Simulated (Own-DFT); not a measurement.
# How strain changes the stress of wurtzite AlN, 72 atoms (Al36N36)

Calculated results; nothing here was measured. They come from Own-DFT, an in-house plane-wave density functional program, since retired, whose code no person has reviewed. Each row is one single-point run on a periodic cell that was not relaxed, without spin or spin-orbit coupling.

Settings of every run: PBE; PseudoDojo norm-conserving scalar-relativistic files; cutoff 42 hartree; 4 x 4 x 3 k mesh centred on Gamma; Gaussian smearing of 0.01 eV.

Known limits: k mesh not checked against a denser one; stress not checked against mesh or cutoff.

Unstrained cell vectors in Å: (9.336, 0.000, 0.000); (-4.668, 8.085, 0.000); (0.000, 0.000, 9.964). The unstrained cell has measured lattice constants (interpolated for alloys), not those of this functional. That, the random moves and any unrelaxed bonds set the pressure at no strain. Each run strains this cell uniformly, with the atoms carried along. Every atom was also moved at random, by a Gaussian of width 0.05 Å on each axis. Strain is the symmetric tensor, in per cent. Stress is positive in tension, and the pressure is minus a third of its trace.

| run | e_xx (%) | e_yy (%) | e_zz (%) | e_yz (%) | e_xz (%) | e_xy (%) | s_xx (GPa) | s_yy (GPa) | s_zz (GPa) | s_yz (GPa) | s_xz (GPa) | s_xy (GPa) | P (GPa) | E (meV/atom) |
|---|---|---|---|---|---|---|---|---|---|---|---|---|---|---|
| 1 | 1.80 | -0.17 | -0.65 | 0.16 | -1.92 | -0.22 | 1.71 | -6.65 | -6.27 | 0.72 | -4.99 | -1.20 | 3.73 | 18.0 |
| 2 | -0.12 | 0.59 | 1.65 | 1.30 | -1.83 | 0.81 | -5.38 | -1.77 | 2.35 | 3.54 | -4.85 | 3.49 | 1.60 | 7.1 |
| 3 | 0.63 | 1.87 | 1.78 | 0.42 | -0.81 | -0.84 | -0.07 | 3.54 | 5.27 | 1.07 | -2.09 | -1.62 | -2.91 | 0.0 |
| 4 | 1.55 | 0.78 | -0.67 | -0.33 | 1.07 | -0.95 | 2.82 | -0.65 | -8.15 | -0.34 | 2.09 | -2.67 | 1.99 | 1.7 |
| 5 | 1.65 | -1.38 | 0.77 | 0.36 | -1.93 | 1.65 | 0.52 | -10.45 | -1.43 | 2.12 | -5.64 | 5.88 | 3.78 | 18.3 |
| 6 | 1.68 | -0.35 | -1.74 | -0.67 | 0.02 | -1.59 | 0.07 | -8.59 | -12.32 | -2.49 | 0.13 | -5.63 | 6.95 | 29.1 |
| 7 | 1.45 | 1.49 | -0.55 | 0.04 | -1.27 | -0.21 | 2.52 | 2.99 | -8.62 | -0.35 | -3.19 | -0.25 | 1.04 | 13.7 |
| 8 | 0.17 | -0.75 | 1.67 | 1.58 | -1.16 | -1.85 | -5.90 | -5.92 | 0.09 | 2.90 | -3.32 | -7.70 | 3.91 | 23.5 |
| 9 | 0.16 | 0.86 | -1.25 | -0.12 | 1.63 | 0.02 | -6.34 | -2.60 | -8.48 | -0.62 | 4.02 | 0.35 | 5.81 | 12.8 |
| 10 | 1.08 | -1.27 | 0.97 | -1.35 | -1.45 | -1.47 | -3.85 | -10.60 | 0.83 | -2.37 | -3.36 | -6.76 | 4.54 | 22.6 |
| 11 | -0.11 | -1.93 | 0.04 | -1.64 | -1.12 | 1.32 | -8.98 | -16.44 | -5.93 | -4.53 | -3.14 | 6.49 | 10.45 | 33.3 |
| 12 | -1.82 | 1.47 | -0.08 | 0.92 | 1.17 | -0.35 | -12.45 | -1.01 | -6.98 | 2.03 | 3.04 | -1.13 | 6.81 | 19.8 |
| 13 | 0.84 | -1.45 | 1.16 | -1.22 | 1.01 | -1.86 | -1.42 | -12.01 | -2.42 | -4.53 | 2.18 | -5.46 | 5.28 | 28.5 |
| 14 | 1.11 | -1.89 | -0.44 | -1.03 | 0.99 | -0.79 | -2.00 | -14.13 | -9.75 | -2.33 | 1.78 | -1.55 | 8.63 | 32.5 |
| 15 | -0.05 | -1.79 | 0.16 | 1.81 | -1.84 | 0.94 | -8.02 | -14.85 | -5.99 | 3.98 | -4.38 | 2.30 | 9.62 | 34.5 |
| 16 | -0.09 | -0.32 | 1.21 | 0.04 | -0.71 | -1.91 | -6.19 | -7.23 | 0.03 | -0.51 | -1.83 | -8.25 | 4.46 | 8.8 |
| 17 | -0.32 | 1.96 | -0.66 | 1.59 | 0.34 | -1.58 | -5.61 | 2.59 | -7.88 | 3.35 | 0.87 | -6.04 | 3.64 | 8.9 |
| 18 | 1.87 | 1.34 | 0.70 | 0.40 | 1.50 | -0.65 | ? | ? | ? | ? | ? | ? | ? | ? |

E is the free energy for each atom above the lowest run shown.

## Worked fit

Each stress component was fitted by least squares to a constant and the strains of the runs shown, as fractions, with shears doubled. Shear strains stay in the fit of a normal stress only where such slopes are resolved. The slopes, in GPa:

```
stress,at no strain,per e_xx,per e_yy,per e_zz,scatter
s_xx,-6.1,472 ± 27,111 ± 19,50 ± 24,0.98
s_yy,-6.2,96 ± 27,486 ± 19,88 ± 24,0.97
s_zz,-5.6,63 ± 41,60 ± 29,453 ± 36,1.49
```

Each shear stress against twice its own strain: yz 120 ± 11, xz 114 ± 4, xy 208 ± 10 GPa. These are stiffnesses along x, y and z of the frame in which the cell vectors are given, which need not be the crystal's axes. The atoms are held to the strained lattice; where symmetry lets them move under strain, relaxing them would lower some slopes. The table should be nearly symmetric about its diagonal, and what it lacks of that shows the noise. A ninth of its sum, 209 ± 5 GPa, estimates the bulk modulus near the mean pressure of these runs, 4.7 GPa, so it lies above the value at zero pressure.

## Withheld run

Question: what normal stresses and pressure should run 18 give?

The fit gives s_xx = 4.6, s_yy = 2.7, s_zz = -0.5 and P = -2.3 GPa. The calculation gave 3.65, 2.10, -0.37 and P = -1.79 GPa.
